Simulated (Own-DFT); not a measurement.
Simulation results for Hf₃₆O₇₁ (tetragonal hafnia with one neutral oxygen vacancy, atoms displaced)

A calculation, not a measurement: plane-wave PBE and HSE06 DFT by an unreviewed code, no spin, of a simulated cell at Gamma alone, so results move with cell size and shape, stress positive in tension, energies less offsets, not probed for a lower state with spin; hafnium file: forces about 75 meV/angstrom off all-electron values; oxygen file: force components 24 meV/angstrom off all-electron in a glass; k mesh not checked against a denser one; forces and stress are PBE's, HSE06 gives the energy alone, and its difference from PBE has offsets of its own; offsets are fitted by least squares, one for each functional and potential file, so energies compare only between cells with the same atoms and settings and are not formation energies; the far tail of each file's local potential was reset to the Coulomb form; each entry is a single point on an unrelaxed cell, so the pressure reflects the starting lattice, taken from the Materials Project, from which strain is counted, and rises with the displacements; printed positions are rounded, which can move forces by about a meV/angstrom; the program is a retired in-house code; no spin-orbit coupling. Program: Own-DFT development build.

Settings shared by all entries: first functional PBE; second functional HSE06; exact exchange share 0.25; screening 0.11 1/bohr; exchange divergence Gygi-Baldereschi; potential files PseudoDojo norm-conserving, scalar-relativistic, made for PBE, standard set; wave cutoff 48 hartree; occupations fixed; k mesh 1 x 1 x 1 centred on Gamma.

```yaml
- entry: 1
  formula: Hf36O71
  kind: "tetragonal hafnia with one neutral oxygen vacancy, atoms displaced"
  structure:
    cell_angstrom: [[10.78, 0.0, 0.0], [0.0, 10.78, 0.0], [0.0, 0.0, 10.4493]]
    atoms_fractional:
      - [Hf, 0.9928, 0.00934, 0.00616]
      - [Hf, 0.1731, 0.1662, 0.25882]
      - [O, 0.99989, 0.15845, 0.15032]
      - [O, 0.17487, 0.00103, 0.34373]
      - [O, 0.99589, 0.17446, 0.40342]
      - [O, 0.1605, 0.00479, 0.10413]
      - [Hf, 0.99557, 0.98455, 0.51006]
      - [Hf, 0.16947, 0.18002, 0.76166]
      - [O, 0.99842, 0.17899, 0.65173]
      - [O, 0.15901, 0.99263, 0.83718]
      - [O, 0.00558, 0.16551, 0.90172]
      - [O, 0.16515, 0.00792, 0.59092]
      - [Hf, 0.00362, 0.31728, 0.00263]
      - [Hf, 0.16083, 0.4992, 0.2447]
      - [O, 0.99846, 0.49322, 0.17123]
      - [O, 0.17491, 0.33834, 0.34968]
      - [O, 0.99465, 0.49153, 0.40719]
      - [O, 0.1673, 0.33566, 0.09326]
      - [Hf, 0.00498, 0.32934, 0.50579]
      - [Hf, 0.16144, 0.49043, 0.7428]
      - [O, 0.00106, 0.52572, 0.63976]
      - [O, 0.16684, 0.33294, 0.84558]
      - [O, 0.99371, 0.50265, 0.91469]
      - [O, 0.17102, 0.32578, 0.59798]
      - [Hf, 0.00442, 0.66108, 0.01222]
      - [Hf, 0.17225, 0.83202, 0.25332]
      - [O, 0.99985, 0.82874, 0.15771]
      - [O, 0.17366, 0.6674, 0.35034]
      - [O, 0.99562, 0.8294, 0.39838]
      - [O, 0.16622, 0.67088, 0.10161]
      - [Hf, 0.00401, 0.66975, 0.50896]
      - [Hf, 0.17625, 0.83911, 0.75083]
      - [O, 0.99826, 0.84888, 0.64369]
      - [O, 0.16269, 0.66359, 0.84213]
      - [O, 0.01388, 0.83249, 0.90359]
      - [O, 0.17381, 0.66027, 0.59145]
      - [Hf, 0.32468, 0.9961, 0.01109]
      - [Hf, 0.50456, 0.15519, 0.24949]
      - [O, 0.31375, 0.17376, 0.14672]
      - [O, 0.49802, 0.9877, 0.33814]
      - [O, 0.34179, 0.16751, 0.40537]
      - [O, 0.49871, 0.99714, 0.09953]
      - [Hf, 0.32141, 0.99049, 0.50006]
      - [Hf, 0.48885, 0.16571, 0.74844]
      - [O, 0.32931, 0.17056, 0.66308]
      - [O, 0.50677, 0.01897, 0.8468]
      - [O, 0.33252, 0.16491, 0.90262]
      - [O, 0.48758, 0.00527, 0.59529]
      - [Hf, 0.33132, 0.34292, 0.99804]
      - [Hf, 0.50731, 0.49971, 0.24989]
      - [O, 0.33233, 0.48866, 0.16394]
      - [O, 0.49238, 0.33258, 0.3479]
      - [O, 0.34801, 0.49471, 0.40184]
      - [O, 0.50776, 0.3398, 0.09913]
      - [Hf, 0.34936, 0.33003, 0.50903]
      - [Hf, 0.5069, 0.4942, 0.75646]
      - [O, 0.32487, 0.4931, 0.65091]
      - [O, 0.49059, 0.32166, 0.84812]
      - [O, 0.34237, 0.49929, 0.89674]
      - [O, 0.49006, 0.32959, 0.58767]
      - [Hf, 0.33916, 0.66361, 0.0096]
      - [Hf, 0.49539, 0.82696, 0.24591]
      - [O, 0.32726, 0.838, 0.15047]
      - [O, 0.4914, 0.67454, 0.34071]
      - [O, 0.33852, 0.82511, 0.40621]
      - [O, 0.50833, 0.6477, 0.10451]
      - [Hf, 0.32661, 0.68292, 0.51391]
      - [Hf, 0.49748, 0.82978, 0.75578]
      - [O, 0.34125, 0.83759, 0.65956]
      - [O, 0.51018, 0.66437, 0.86048]
      - [O, 0.32516, 0.82883, 0.90854]
      - [O, 0.49865, 0.67356, 0.60908]
      - [Hf, 0.66547, 0.01776, 0.99389]
      - [Hf, 0.83747, 0.1675, 0.25664]
      - [O, 0.66596, 0.16609, 0.13825]
      - [O, 0.8266, 0.99895, 0.34321]
      - [O, 0.65349, 0.16308, 0.40407]
      - [O, 0.84353, 0.00521, 0.0953]
      - [Hf, 0.67122, 0.98425, 0.49414]
      - [Hf, 0.8216, 0.1686, 0.75552]
      - [O, 0.66482, 0.15675, 0.65397]
      - [O, 0.66267, 0.17212, 0.89795]
      - [O, 0.82922, 0.98626, 0.61269]
      - [Hf, 0.66894, 0.33965, 0.0015]
      - [Hf, 0.83963, 0.49702, 0.24401]
      - [O, 0.67042, 0.49971, 0.16081]
      - [O, 0.84272, 0.3419, 0.35388]
      - [O, 0.67535, 0.505, 0.40561]
      - [O, 0.83099, 0.33182, 0.09229]
      - [Hf, 0.66503, 0.32541, 0.49278]
      - [Hf, 0.84545, 0.50646, 0.75517]
      - [O, 0.66475, 0.50099, 0.65992]
      - [O, 0.82696, 0.33757, 0.85628]
      - [O, 0.67652, 0.49811, 0.89592]
      - [O, 0.81715, 0.33778, 0.59383]
      - [Hf, 0.66892, 0.66955, 0.00915]
      - [Hf, 0.8323, 0.83563, 0.2525]
      - [O, 0.66276, 0.83742, 0.15987]
      - [O, 0.82818, 0.65938, 0.34032]
      - [O, 0.66468, 0.84577, 0.41349]
      - [O, 0.85039, 0.65833, 0.09279]
      - [Hf, 0.682, 0.67159, 0.50428]
      - [Hf, 0.82506, 0.84686, 0.75526]
      - [O, 0.67578, 0.84965, 0.65696]
      - [O, 0.8384, 0.66738, 0.85072]
      - [O, 0.66385, 0.83018, 0.90126]
      - [O, 0.83145, 0.65972, 0.58305]
  results:
    "PBE_energy_of_cell_above_offsets [eV]": "-87.204"
    "HSE06_less_PBE_above_offsets [eV]": "0.540"
    "PBE_pressure [GPa]": 6.28
    "PBE_stress_xx [GPa]": -8.28
    "PBE_stress_yy [GPa]": -4.4
    "PBE_stress_zz [GPa]": -6.15
    "PBE_stress_yz [GPa]": -0.01
    "PBE_stress_xz [GPa]": -0.03
    "PBE_stress_xy [GPa]": -0.26
    force_element: [Hf, Hf, O, O, O, O, Hf, Hf, O, O, O, O, Hf, Hf, O, O, O, O, Hf, Hf, O, O, O, O, Hf, Hf, O, O, O, O, Hf, Hf, O, O, O, O, Hf, Hf, O, O, O, O, Hf, Hf, O, O, O, O, Hf, Hf, O, O, O, O, Hf, Hf, O, O, O, O, Hf, Hf, O, O, O, O, Hf, Hf, O, O, O, O, Hf, Hf, O, O, O, O, Hf, Hf, O, O, O, Hf, Hf, O, O, O, O, Hf, Hf, O, O, O, O, Hf, Hf, O, O, O, O, Hf, Hf, O, O, O, O]
    "force_x [eV/angstrom]": [3.323, -0.89, -0.067, -0.092, -0.281, 0.508, 0.0, -0.396, -0.992, 1.019, -0.412, -0.726, -1.214, 2.801, 1.489, -1.049, 0.901, -1.186, -0.898, 1.567, 0.152, -0.349, 0.45, -1.053, 1.663, -2.254, -0.151, -0.662, -0.1, 1.784, 0.403, -2.798, 0.849, 0.687, -1.377, -2.863, 0.096, -1.258, 3.609, 0.02, -0.507, -0.741, 2.695, 1.449, -0.983, -0.018, -1.173, 0.961, 1.775, -2.205, 0.049, 1.653, -0.19, -1.404, -7.88, -0.801, 1.223, 0.57, -0.508, 8.59, -0.732, 0.046, 1.32, 1.135, -1.112, -1.538, 4.358, 2.432, -1.84, -0.732, 1.098, 0.761, -0.483, 0.326, 0.517, 0.246, 0.718, -4.071, -1.797, 0.087, 0.122, 1.563, 1.358, -0.26, -2.382, 1.084, -1.622, -1.317, 1.395, -0.41, -2.257, 0.373, 1.31, -1.225, 2.498, 1.169, 1.315, 1.382, -0.183, 0.387, -4.597, -4.899, 2.169, -3.321, -0.417, 0.577, 2.65]
    "force_y [eV/angstrom]": [-3.065, 1.642, 1.549, -1.262, -2.227, -0.754, 2.255, -3.986, -0.517, 2.66, -0.255, -0.901, 2.547, -0.611, 0.06, -0.824, 2.413, 0.566, 0.039, 2.616, -2.257, 2.489, -2.463, 0.654, 2.521, -0.56, 0.404, 0.028, 0.883, -0.8, -1.644, -1.947, -2.155, -0.684, 0.446, 1.241, 1.614, 1.488, -0.705, 1.021, -2.043, 0.627, 2.566, -0.039, -0.092, -4.541, -0.206, -0.702, -1.667, -0.697, 0.836, -1.102, 1.655, -0.127, 1.955, 0.785, 0.178, 2.56, 1.097, 0.071, -0.9, 0.662, -0.669, -1.087, 2.809, 1.358, -5.377, 0.299, -0.058, 0.334, 0.302, 0.487, -1.459, 1.578, -0.624, 0.559, -0.842, -0.509, 8.66, 0.821, 0.802, 0.72, 1.803, -0.185, -0.02, 0.068, -2.761, -0.543, -0.317, 2.061, -0.589, 0.481, -1.031, 0.913, -0.179, -0.761, -1.751, -1.019, 2.785, -8.348, 0.308, -2.428, -0.361, -1.479, 0.921, 1.252, 0.668]
    "force_z [eV/angstrom]": [-1.852, 0.588, 0.576, 1.077, -0.578, -0.686, -0.547, -3.055, 1.323, 1.097, -0.586, 0.51, 0.575, 3.667, -3.43, -0.728, 0.313, -0.149, -0.841, -0.175, 2.649, 2.263, -1.027, 1.105, -3.796, -0.181, 0.458, -0.178, 0.436, 0.469, -2.797, 1.617, 1.177, -0.456, 0.728, 2.011, -0.959, 0.551, -0.019, 0.653, -0.288, -0.81, -0.812, -1.31, -1.072, 1.351, 0.893, -0.616, 1.173, 2.742, -2.363, -0.978, 1.409, -0.463, -5.778, -0.528, 1.184, 0.092, 1.197, 4.963, -1.289, 0.172, -0.308, 0.696, -1.034, -0.752, -2.361, 0.3, -1.049, -0.233, -0.355, 0.112, 0.381, -0.437, 1.606, 1.237, -1.583, 0.948, 5.504, -1.245, 0.014, -0.043, -1.329, -0.493, 2.89, -1.824, -1.278, 0.489, 1.41, 0.278, 0.459, -0.251, -1.526, 1.475, 1.078, -1.643, -0.998, -0.667, 0.236, -4.14, 1.657, -2.015, 2.423, -0.499, -1.24, 0.659, 2.786]
- entry: 2
  formula: Hf36O71
  kind: "tetragonal hafnia with one neutral oxygen vacancy, atoms displaced"
  structure:
    cell_angstrom: [[10.78, 0.0, 0.0], [0.0, 10.78, 0.0], [0.0, 0.0, 10.4493]]
    atoms_fractional:
      - [Hf, 0.00166, 0.99815, 0.99463]
      - [Hf, 0.16483, 0.16836, 0.24747]
      - [O, 0.00033, 0.16798, 0.15089]
      - [O, 0.16168, 0.00502, 0.34993]
      - [O, 0.99574, 0.1657, 0.40421]
      - [O, 0.16083, 0.00048, 0.09944]
      - [Hf, 0.0028, 0.99901, 0.50669]
      - [Hf, 0.16404, 0.16167, 0.75019]
      - [O, 0.99828, 0.16736, 0.6539]
      - [O, 0.16263, 0.00118, 0.84756]
      - [O, 0.00026, 0.16752, 0.90332]
      - [O, 0.16864, 0.9959, 0.59644]
      - [Hf, 0.00228, 0.3314, 0.99802]
      - [Hf, 0.16601, 0.49725, 0.24811]
      - [O, 0.99839, 0.504, 0.14787]
      - [O, 0.16625, 0.3288, 0.34929]
      - [O, 0.99518, 0.49841, 0.39944]
      - [O, 0.16798, 0.33311, 0.09449]
      - [Hf, 0.00433, 0.33378, 0.49773]
      - [Hf, 0.16804, 0.50296, 0.75081]
      - [O, 0.00083, 0.50183, 0.65471]
      - [O, 0.16956, 0.33238, 0.84395]
      - [O, 0.99844, 0.50348, 0.90479]
      - [O, 0.16242, 0.33419, 0.59615]
      - [Hf, 0.00472, 0.66948, 0.99934]
      - [Hf, 0.16413, 0.83596, 0.24977]
      - [O, 0.99709, 0.83288, 0.15164]
      - [O, 0.16865, 0.66968, 0.34676]
      - [O, 0.00324, 0.83757, 0.40452]
      - [O, 0.17064, 0.66658, 0.09712]
      - [Hf, 0.99704, 0.6676, 0.49687]
      - [Hf, 0.17219, 0.82607, 0.7469]
      - [O, 0.99782, 0.82897, 0.65406]
      - [O, 0.1635, 0.67245, 0.84798]
      - [O, 0.00174, 0.83289, 0.89615]
      - [O, 0.1681, 0.66721, 0.5993]
      - [Hf, 0.33351, 0.00153, 0.99908]
      - [Hf, 0.50166, 0.16351, 0.25251]
      - [O, 0.3342, 0.16537, 0.15345]
      - [O, 0.50033, 0.9976, 0.34504]
      - [O, 0.32885, 0.16767, 0.40347]
      - [O, 0.50035, 0.00019, 0.10096]
      - [Hf, 0.33789, 0.00025, 0.50146]
      - [Hf, 0.50009, 0.1679, 0.75124]
      - [O, 0.3323, 0.16974, 0.65121]
      - [O, 0.49546, 0.99553, 0.849]
      - [O, 0.3345, 0.16679, 0.89983]
      - [O, 0.49871, 0.99919, 0.59152]
      - [Hf, 0.33409, 0.32741, 0.00144]
      - [Hf, 0.50107, 0.49883, 0.24943]
      - [O, 0.33456, 0.49584, 0.15379]
      - [O, 0.49876, 0.32968, 0.34954]
      - [O, 0.33037, 0.49791, 0.40198]
      - [O, 0.49703, 0.33218, 0.09963]
      - [Hf, 0.32907, 0.33724, 0.49749]
      - [Hf, 0.50293, 0.5037, 0.7483]
      - [O, 0.33547, 0.49701, 0.65354]
      - [O, 0.49782, 0.33329, 0.84785]
      - [O, 0.33419, 0.5, 0.89881]
      - [O, 0.49764, 0.33351, 0.59802]
      - [Hf, 0.33544, 0.6707, 0.00227]
      - [Hf, 0.50333, 0.82794, 0.24961]
      - [O, 0.33028, 0.83592, 0.15443]
      - [O, 0.50299, 0.66611, 0.34776]
      - [O, 0.33372, 0.83296, 0.40115]
      - [O, 0.49749, 0.66417, 0.09527]
      - [Hf, 0.33393, 0.66552, 0.50226]
      - [Hf, 0.49832, 0.83511, 0.75096]
      - [O, 0.33262, 0.83535, 0.64945]
      - [O, 0.50088, 0.66621, 0.85198]
      - [O, 0.33397, 0.83442, 0.90324]
      - [O, 0.50305, 0.66599, 0.59885]
      - [Hf, 0.66354, 0.00368, 0.00263]
      - [Hf, 0.82729, 0.16695, 0.25126]
      - [O, 0.67194, 0.1618, 0.15404]
      - [O, 0.83073, 0.99895, 0.3486]
      - [O, 0.66923, 0.16559, 0.40035]
      - [O, 0.83552, 0.0016, 0.10196]
      - [Hf, 0.66381, 0.00294, 0.50275]
      - [Hf, 0.83826, 0.16606, 0.74933]
      - [O, 0.66018, 0.16568, 0.65772]
      - [O, 0.8332, 0.00169, 0.84991]
      - [O, 0.66689, 0.16747, 0.89995]
      - [O, 0.82956, 0.00073, 0.60069]
      - [Hf, 0.66783, 0.33535, 0.99935]
      - [Hf, 0.83942, 0.49567, 0.25326]
      - [O, 0.67172, 0.50266, 0.15151]
      - [O, 0.83599, 0.334, 0.34363]
      - [O, 0.67029, 0.50192, 0.40215]
      - [O, 0.83238, 0.33677, 0.09336]
      - [Hf, 0.67022, 0.33109, 0.50066]
      - [Hf, 0.83473, 0.49936, 0.75299]
      - [O, 0.66806, 0.49789, 0.65202]
      - [O, 0.83298, 0.33404, 0.84669]
      - [O, 0.66846, 0.49973, 0.90178]
      - [O, 0.83049, 0.33114, 0.59362]
      - [Hf, 0.66853, 0.66202, 0.99903]
      - [Hf, 0.82898, 0.83271, 0.24961]
      - [O, 0.83481, 0.66595, 0.35005]
      - [O, 0.66379, 0.83625, 0.40249]
      - [O, 0.8346, 0.66133, 0.09821]
      - [Hf, 0.67186, 0.66732, 0.50099]
      - [Hf, 0.83527, 0.83471, 0.75481]
      - [O, 0.66584, 0.8321, 0.65186]
      - [O, 0.83339, 0.6671, 0.84965]
      - [O, 0.6694, 0.83322, 0.89441]
      - [O, 0.83413, 0.6639, 0.59102]
  results:
    "PBE_energy_of_cell_above_offsets [eV]": "-100.982"
    "HSE06_less_PBE_above_offsets [eV]": "-0.146"
    "PBE_pressure [GPa]": 0.66
    "PBE_stress_xx [GPa]": -0.76
    "PBE_stress_yy [GPa]": 0.06
    "PBE_stress_zz [GPa]": -1.29
    "PBE_stress_yz [GPa]": 0.25
    "PBE_stress_xz [GPa]": -0.32
    "PBE_stress_xy [GPa]": -0.05
    force_element: [Hf, Hf, O, O, O, O, Hf, Hf, O, O, O, O, Hf, Hf, O, O, O, O, Hf, Hf, O, O, O, O, Hf, Hf, O, O, O, O, Hf, Hf, O, O, O, O, Hf, Hf, O, O, O, O, Hf, Hf, O, O, O, O, Hf, Hf, O, O, O, O, Hf, Hf, O, O, O, O, Hf, Hf, O, O, O, O, Hf, Hf, O, O, O, O, Hf, Hf, O, O, O, O, Hf, Hf, O, O, O, O, Hf, Hf, O, O, O, O, Hf, Hf, O, O, O, O, Hf, Hf, O, O, O, Hf, Hf, O, O, O, O]
    "force_x [eV/angstrom]": [-0.647, -0.181, -0.463, 0.22, 0.099, 1.051, -0.488, 0.963, 0.633, 0.333, -0.088, -0.091, -0.458, 0.233, 1.145, -0.354, 0.647, -0.285, -0.925, 0.314, -0.199, -0.478, 0.347, 0.537, -0.817, -0.071, 0.21, -0.333, -0.105, -0.406, 0.48, -1.327, 0.539, 0.305, -0.313, -0.013, -0.352, -0.42, -0.095, -0.094, 0.534, 0.034, -1.381, -0.9, -0.202, 0.142, -0.142, 0.284, 0.308, 0.546, -0.328, 0.202, 0.001, 1.191, 0.899, -0.507, -0.525, 0.297, -0.392, 0.542, -0.193, -0.152, 0.717, -0.311, 0.019, 0.826, 0.209, 1.053, 0.747, -0.076, -0.255, -0.605, 1.134, 2.125, -1.771, -0.097, -0.139, -0.676, 1.095, -1.455, 1.343, 0.356, -0.292, 0.5, -0.41, -0.829, -1.139, -0.387, -0.218, 0.347, -1.504, 0.041, 0.315, 0.208, -0.117, 1.088, 0.457, -0.058, 0.162, 0.13, -0.228, -0.821, -0.8, 0.102, -0.059, -0.234, 0.211]
    "force_y [eV/angstrom]": [-0.044, -1.165, 0.544, -0.515, 0.221, -0.032, 0.249, 0.933, -0.252, -0.697, -0.119, 0.353, 0.539, 0.749, -0.457, 1.197, 0.228, 0.123, -0.604, -0.639, -0.065, -0.017, -0.612, 0.211, -0.138, 0.526, -0.338, -1.022, -0.72, -0.131, 0.42, 1.428, 0.182, -1.325, 0.247, -0.083, -0.136, 0.286, -0.094, 0.242, -0.277, -0.23, 0.243, 0.749, -0.517, 0.95, -0.662, -0.044, 1.341, -0.369, 0.181, 0.559, 0.907, -0.096, -1.301, -0.761, 0.451, 0.163, 0.368, -0.001, -1.01, 0.504, -0.046, -0.426, -0.074, 0.496, 0.386, -1.016, -0.325, 0.505, 0.001, -0.139, -0.683, -1.109, 0.366, -0.158, 0.354, -0.603, -0.756, -0.085, -0.066, 0.041, 0.01, 0.195, -0.105, 1.24, -0.355, -0.606, -0.798, -0.246, 0.887, 0.366, 0.149, -0.272, -0.413, -0.15, 0.9, 0.441, 0.554, -0.48, 1.009, 0.109, 0.086, 0.079, -0.203, 0.287, 0.027]
    "force_z [eV/angstrom]": [0.945, 0.423, 0.125, -0.493, 0.417, -0.531, -1.22, -0.336, -0.231, 0.061, -0.565, 0.6, 0.293, -0.07, 0.641, -0.296, 0.114, 0.47, -0.068, 0.28, -0.188, 0.102, -0.359, 0.104, 0.522, 0.553, -0.084, -0.109, 0.08, 0.089, -0.021, -0.187, -0.313, 0.269, 0.587, -0.018, 0.653, -0.035, -0.37, 0.205, -0.042, -0.527, -1.253, 0.047, 0.41, 0.026, 0.408, 1.235, -0.797, 0.118, 0.187, -0.396, -0.186, -0.111, 0.872, 0.216, -0.369, 0.046, 0.84, -0.375, -0.566, 0.088, -0.347, -0.181, 0.544, 0.759, -0.692, -0.098, 0.204, -0.566, -0.313, -0.01, -0.354, 0.315, -0.74, -0.132, 0.232, -0.776, -0.525, 0.218, -0.839, -0.05, 0.713, 0.094, -0.008, -0.865, 0.12, 0.435, 0.186, 0.171, -0.058, -0.331, 0.2, -0.138, -0.249, 0.422, 0.231, -0.132, -0.303, -0.402, -0.32, -0.467, -0.27, 0.086, -0.414, 1.701, 1.038]
```
